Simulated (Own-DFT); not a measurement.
InAs (zincblende, strongly disordered by large displacements) (calculated)

All values are calculated (Own-DFT development build). A calculation, not a measurement: plane-wave PBE density functional theory by an unreviewed code, no spin, of a simulated periodic cell, stress positive in tension, free energy of the whole cell less one offset for each atom, forces on such cells passed a denser k mesh, this cell's mesh not checked; broken bonds can close the gap or carry spin, so checks made on this kind of crystal may not hold here; offsets are fitted by least squares, one for each functional and potential file, so energies compare only between cells with the same atoms and settings and are not formation energies; the far tail of each file's local potential was reset to the Coulomb form; each entry is a single point on an unrelaxed cell, so the pressure reflects the starting lattice, mostly measured values (interpolated for alloys), from which strain is counted, and rises with the displacements; printed positions are rounded, which can move forces by about a meV/angstrom; the program, named Own-DFT, is a retired in-house code; no spin-orbit coupling.

Settings shared by all entries: functional PBE; potential files PseudoDojo norm-conserving, scalar-relativistic, standard set; wave cutoff 42 hartree; occupations Fermi-Dirac; smearing width 0.1 eV; hardware one NVIDIA H200; k mesh 3 x 3 x 3 centred on Gamma.

(1) 
```xyz
64
Lattice="12.1166 0.0000 0.0000 0.0000 12.1166 0.0000 0.0000 0.0000 12.1166" Properties=species:S:1:pos:R:3:force_x:R:1:force_y:R:1:force_z:R:1 formula=InAs free_energy_of_cell_above_offsets=32.216 pressure=14.9 stress_xx=-13.57 stress_yy=-15.93 stress_zz=-15.19 stress_yz=1.29 stress_xz=0.33 stress_xy=-4.68 wall_time=1190
In    11.3222     0.4213     0.4123     -2.138      1.669     -2.678
In     0.1315     3.7766     2.6854     -0.283     -2.081      0.858
In     2.7503     0.2213     2.7364      7.155     -3.393      6.704
In     2.8055     2.7803     0.0600     -1.836      1.993      3.656
As     1.3185     0.8228     1.3646      -3.98      4.578     -5.425
As     1.4914     5.2954     4.2367     -6.498     -5.403      7.938
As     3.7411     1.3953     5.0621      1.628     -8.204     -5.582
As     5.0008     5.0504     1.6779     -1.298     -1.398      0.723
In     0.1562    11.5803     6.3675     -1.287      0.247     -0.813
In     0.0384     3.2366     9.4998      0.357      0.287     -4.088
In     2.8342     0.1132     9.3185       2.75      0.388     -0.847
In     3.5275     3.1225     6.1976     -2.531      7.085      4.165
As     1.1491     1.1394     7.9428     -0.457      2.271     -1.194
As     1.5726     4.3279    10.5725      3.982      5.022      3.266
As     4.1689     1.8001    10.6601      3.819     -2.845     -2.337
As     4.6683     4.3438     7.9586      0.248      2.033      0.054
In    11.8130     6.2566     0.6058      4.472      4.579     -5.247
In    11.5818     9.3616     3.0288      2.475     -4.227      10.16
In     2.8483     6.1273     2.9544      8.507      5.062     -7.436
In     2.8280     9.5231    12.0167     -0.236     -0.995      1.609
As     0.9565     7.7909     1.6952      3.984      2.343      0.559
As     1.9668    10.4730     4.7610     -3.212      8.405     -5.983
As     4.7854     7.8462     4.0881     -6.044       -6.6      4.284
As     4.8218    10.5345     1.1581     -6.206      -5.83      5.803
In    11.9214     6.3837     5.8773     -1.076     -0.546      0.273
In     0.0205     8.9189     9.5932     -0.492      -1.71     -1.972
In     3.0403     6.2432     9.1253       1.29     -2.701      1.145
In     2.3884     8.7619     5.8288      3.428     -8.346      5.223
As     1.4259     7.2767     7.7545     -2.074      1.774     -1.685
As     1.4564    10.5860    10.3213     -0.971      1.321      1.751
As     4.1864     7.8826    10.5823      2.575     -0.562      0.229
As     4.6206    10.5445     7.7613     -5.406     -3.771      6.849
In     6.0551    11.8985     0.1903      4.724       7.61       -4.6
In     5.5927     2.4775     3.3040      0.251      1.058     -0.458
In     9.0719    11.8213     2.6294      0.664      2.032      0.165
In     9.1918     2.7586    11.8982      -0.66      0.336     -0.024
As     7.3961     1.6908     1.4434      0.456     -0.939      0.316
As     7.5181     4.6109     3.7195     -1.971     -2.109      3.317
As    10.6248     1.3324     4.8298     -0.019      0.011     -0.926
As    10.4650     4.7414     1.0588     -5.366     -7.658      1.497
In     5.7724    11.3686     6.2407      5.211      4.222     -7.227
In     6.1896     2.6645     9.1790     -1.035     -0.126       0.97
In     8.6014    11.8656     8.3827      1.709     -2.895      1.479
In     8.7517     2.9797     6.1738      4.934      5.881     -8.102
As     7.9023     1.7972     7.6565     -5.005     -3.313      4.719
As     7.2229     4.2698    10.8064      2.929      -2.71     -1.923
As    10.4922     1.8529     9.8645     -4.475     -5.081      1.744
As    10.7871     4.4776     7.6000     -0.784       0.79     -1.124
In     6.2781     6.1189    11.6532     -5.089      2.053     -1.564
In     6.0933     9.3045     3.2990      -2.17     -0.576     -7.323
In     8.8637     6.1208     2.3945      6.107     -2.767      6.296
In     9.2365     9.1319    12.0090     -3.405      2.062      3.619
As     7.5660     7.1124     1.1097     -3.478      8.747     -2.884
As     7.5626    10.5055     4.1457      6.122      5.559      5.213
As     9.9100     7.8002     4.5883      4.888     -6.296     -7.608
As    11.0561    10.2642     1.2323     -2.866      3.398     -7.556
In     6.1883     5.9575     6.2788      0.291      0.348     -1.336
In     6.3948     8.9641     9.1537     -0.976      0.616      0.505
In     9.4819     6.4583     8.8159     -1.958     -5.551     -4.667
In     9.1265     9.0977     6.0403     -0.492      8.627     -4.153
As     7.8316     7.9873     7.2208     -7.646     -7.247      6.358
As     7.6209    10.9088    10.6190      0.665     -0.997     -0.441
As    10.0012     7.9449    10.2931      3.413      0.741       1.73
As    10.3161    10.0525     7.6187      4.385      3.731      4.031
```

Units: free_energy_of_cell_above_offsets in eV; pressure, stress_xx, stress_yy, stress_zz, stress_yz, stress_xz, stress_xy in GPa; wall_time in s; force_x, force_y, force_z in eV/Å.

(2) 
```xyz
64
Lattice="12.1166 0.0000 0.0000 0.0000 12.1166 0.0000 0.0000 0.0000 12.1166" Properties=species:S:1:pos:R:3:force_x:R:1:force_y:R:1:force_z:R:1 formula=InAs free_energy_of_cell_above_offsets=41.232 pressure=16.68 stress_xx=-12.83 stress_yy=-19.29 stress_zz=-17.94 stress_yz=5.93 stress_xz=0.89 stress_xy=-1.7 wall_time=1184
In    12.1007    11.9931    11.7512     -0.322     -4.983      8.945
In    11.7980     2.7585     3.3807      0.413      0.464      -0.15
In     2.1452    11.6318     3.1327      6.075      6.419      -8.08
In     3.4745     3.1902    12.0656     -1.867     -1.381     -1.115
As     1.5516     1.8815     1.7154      0.093     -1.454     -0.046
As     1.9186     3.8630     4.8142     -1.935      3.996     -9.357
As     4.9673     1.4894     4.6782     -9.094     -4.115     -0.353
As     4.7044     4.3980     1.5946      0.838      1.469      2.167
In    12.1133    11.7649     5.9461      -4.59      6.064      6.667
In     0.6124     2.8945     8.8828     -5.096      9.948      5.479
In     2.4953     0.4992     9.6467      9.371      5.371      0.892
In     2.1527     3.1545     6.7536      3.323      -2.22       6.66
As     1.2091     1.1096     8.0019     -0.365     -7.263     -9.981
As     1.5349     4.6591    10.6467     -4.587     -5.713      7.184
As     5.0878     1.4532    10.3925     -7.529     -3.617      -2.02
As     5.1437     4.8072     7.6579     -5.393     -5.272      5.813
In     0.4528     6.2248     0.5571      1.552       2.39     -5.959
In    11.9129     9.3491     2.4671      6.688     -7.681       4.31
In     2.7150     6.1848     2.9595      1.355     -2.122      1.682
In     3.1209     9.3028    12.0183      2.743       3.62     -2.197
As     2.0614     7.6443     1.0938      1.249      2.562      2.526
As     1.1027    10.6446     4.6350      2.279     -11.47      0.329
As     4.2302     7.2173     4.9418      -0.83      1.535     -1.572
As     4.8975    11.1605     1.3218     -2.847      -3.23      2.902
In    12.0435     5.7882     6.1590     -2.594     -1.959     -2.324
In     0.0676     8.6609     8.7668     -1.919      1.747      2.267
In     2.5604     5.6866     9.1620       6.35      5.049     -7.505
In     3.0132     9.1572     6.3544     -3.672     -2.645     -4.862
As     1.3248     7.1931     7.4147       3.35      0.719      0.146
As     1.5738    10.9616    10.5025     -1.063      -11.7      2.168
As     4.1311     6.9734    11.0262     -0.195      1.194     -0.788
As     4.3033     9.9206     7.9339     -4.139      7.534      0.759
In     6.1249     0.3852    11.9611      5.115     -2.293      3.637
In     5.8719     3.0813     3.7566     -3.278       1.63     -8.811
In     8.3153    11.9828     2.8251      3.052       3.14     -3.196
In     8.8492     2.7582    12.0691      2.884      2.177     -4.951
As     8.1670     1.8928     1.8824     -2.669      2.166      2.153
As     7.3790     4.2682     4.4793      9.336      7.399        4.2
As    10.3915     1.1900     5.0991      0.164     -1.603     -3.321
As    11.2985     4.9029     1.5347     -6.996     -7.329      5.085
In     5.8622     0.1411     6.0697      3.195     -5.191      4.525
In     5.8217     3.2967     9.6694      4.054      8.175     -3.446
In     8.6984    12.1061     9.1169      2.234      2.766     -2.919
In     9.4963     2.9652     6.2384     -4.228     -2.459     -5.776
As     7.0451     1.7184     7.7457       1.69     -0.286      0.072
As     7.9051     4.9220    10.6456     -4.082      -3.87       4.87
As    11.4805     1.4694    10.5696      -6.09      7.352      -4.09
As     9.8651     4.1391     7.9129      4.175       4.07      6.483
In     6.1260     6.3230     0.3053      1.176     -0.581      0.321
In     5.7533     8.7109     3.0855     -2.389       2.16      1.146
In     9.2690     6.1005     2.8070      2.435      -3.48      1.027
In     9.8244     8.9877    11.9431     -1.874      1.747      0.397
As     7.5649     7.4890     2.2655     -0.866      1.142     -3.636
As     7.7338    10.4124     4.0667     -3.549     -6.763      6.363
As    10.3676     7.5830     4.5190      1.639      0.285       0.84
As    10.5111    10.6948     1.7308     -6.008      6.563     -4.713
In     6.0471     6.1168     6.2317      3.725      2.767     -5.636
In     6.0063     9.0635     8.7605      7.508     -3.625      4.565
In     9.0636     6.0913     9.1288      2.883      1.792     -2.411
In     8.9327     9.2415     6.1193      0.443     -0.595       0.06
As     7.6027     7.3195     7.7669     -0.497      3.086      -1.76
As     7.6727    10.6810    10.5820     -1.429     -3.391      2.691
As    10.5378     6.9223    10.9077       2.26       0.35     -0.012
As    10.7438    10.5649     7.5849     -1.649     -0.552       1.66
```

Units: free_energy_of_cell_above_offsets in eV; pressure, stress_xx, stress_yy, stress_zz, stress_yz, stress_xz, stress_xy in GPa; wall_time in s; force_x, force_y, force_z in eV/Å.

(3) 
```xyz
64
Lattice="12.1166 0.0000 0.0000 0.0000 12.1166 0.0000 0.0000 0.0000 12.1166" Properties=species:S:1:pos:R:3:force_x:R:1:force_y:R:1:force_z:R:1 formula=InAs free_energy_of_cell_above_offsets=34.558 pressure=15.74 stress_xx=-16.34 stress_yy=-17.91 stress_zz=-12.97 stress_yz=-3.81 stress_xz=0.65 stress_xy=-0.09 wall_time=1262
In     0.1086    11.7833    11.9889     -1.369      2.483      2.454
In    12.0740     2.8848     3.3376      -7.84     -3.956     -0.179
In     3.4019     0.1147     3.1542     -3.216      2.075      0.939
In     3.4681     2.6618    11.8405     -5.519      4.312      5.835
As     1.1593     2.0724     1.5632      3.119     -3.034     -4.165
As     1.3786     4.2813     4.0980      5.009      5.117       4.37
As     4.9873     0.8937     4.8180     -3.004      3.384     -3.266
As     4.8184     4.8317     1.2527       -2.9     -2.982      2.692
In    11.7391    11.7390     6.6914      0.399     -1.432     -0.006
In     0.0827     3.2875     8.4568      6.326     -5.437      2.387
In     3.0809    12.0755     9.1169     -0.227      1.232     -0.504
In     3.1997     2.5596     5.7062      1.282      2.242     -0.686
As     1.5515     1.1868     6.7562     -0.811     -0.444       2.82
As     1.8843     4.5776    10.9457     -0.331     -1.758     -0.669
As     4.8991     1.7684    10.5358      1.665     -5.879     -3.276
As     4.7993     4.0051     7.4257     -2.985     -0.547      1.087
In     0.5485     6.0351     0.3212     -3.097     -3.838     -0.494
In    12.0932     9.1694     3.2695      0.853     -0.124     -0.142
In     3.0411     5.9900     3.3330     -1.244     -1.435     -4.815
In     3.1132     9.1503    12.0941      6.478      4.583     -3.018
As     1.5946     7.9013     0.7710     -3.724      0.087      5.876
As     1.1820    11.6081     4.1709     -1.325     -0.962      0.639
As     4.0949     7.0903     4.9855     -0.543      5.198     -0.125
As     4.4986    10.8318     1.7721       0.71     -1.443     -5.206
In    11.8827     6.0625     5.7637      2.704     -0.735      0.864
In    11.9630     9.1300     9.4254      3.738      0.142     -4.144
In     2.6545     5.5671     8.8541      1.969     -1.773     -0.088
In     3.5843     9.0127     6.5607     -1.871     -3.225      -5.29
As     2.2853     7.6190     7.7874     -4.817     -0.095      1.246
As     1.3414    10.5528    10.3567      4.412      1.408      0.374
As     4.9724     7.7602    10.5768      -2.13      0.051       0.32
As     4.5516    10.6928     7.4494      3.553      7.198      2.073
In     6.4907     0.1989    11.7739     -4.252      4.236      4.639
In     5.8897     2.9512     3.1081      0.068      1.384      0.583
In     9.2925    11.7719     2.7665     -3.672      7.883      4.818
In     9.0553     2.5882    11.4626      1.675     -1.891      5.312
As     7.4355     1.6606     1.5606      2.181     -0.876     -0.318
As     7.3370     5.1434     4.4635      0.485      -1.97     -0.558
As    10.7098     1.2040     5.0272     -1.413      1.476     -2.243
As    10.6179     4.8121     1.2506      0.048     -1.732     -0.995
In     6.5934     0.1103     6.1464      2.572      -5.14       1.51
In     6.3180     2.9236     9.0970     -3.977     -1.041     -3.448
In     9.5993     0.2305     9.2903     -5.449     -6.444       -3.3
In     9.0481     3.0668     6.3974       4.94      3.387     -3.312
As     7.3659     1.9553     7.2384     -1.333     -2.018      2.452
As     7.7651     3.9399    10.2890      1.939      9.233      1.754
As    10.8436     1.7883    10.0471      6.096      3.595      2.809
As    10.8524     4.7933     7.7738     -5.422      5.033     -2.921
In     6.1678     6.1667    12.0246      2.999      1.164     -0.754
In     5.9489     9.2525     2.7714     -3.324      3.381      2.854
In     9.5211     5.6394     3.2523     -2.543     -4.767     -4.869
In     9.6749     9.5398    11.8509     -1.913      -1.66     -6.788
As     7.2966     7.6986     2.1893      4.843     -5.941      -2.64
As     7.5012    10.2877     4.6816     -1.382      2.209     -1.601
As    10.0678     7.1879     4.6129      6.194      1.341      0.149
As    10.0012    10.0489     1.7592      4.411     -4.862      3.603
In     5.5543     5.7894     6.0766      3.642     -0.319      2.026
In     5.9040     9.1590     8.7856     -2.101      3.029      2.405
In     9.0970     6.3748     8.8537      0.522     -7.332       0.08
In     8.9269     8.6628     5.6107     -4.122      1.975      3.845
As     7.5565     7.8384     8.1851      0.421     -0.682     -4.983
As     7.6914    10.8709    10.7642      4.042     -5.073     -4.878
As    10.1413     8.0844     9.8822     -2.713     -0.266      3.911
As     9.7500    10.2791     7.1506      1.275      2.275      2.951
```

Units: free_energy_of_cell_above_offsets in eV; pressure, stress_xx, stress_yy, stress_zz, stress_yz, stress_xz, stress_xy in GPa; wall_time in s; force_x, force_y, force_z in eV/Å.
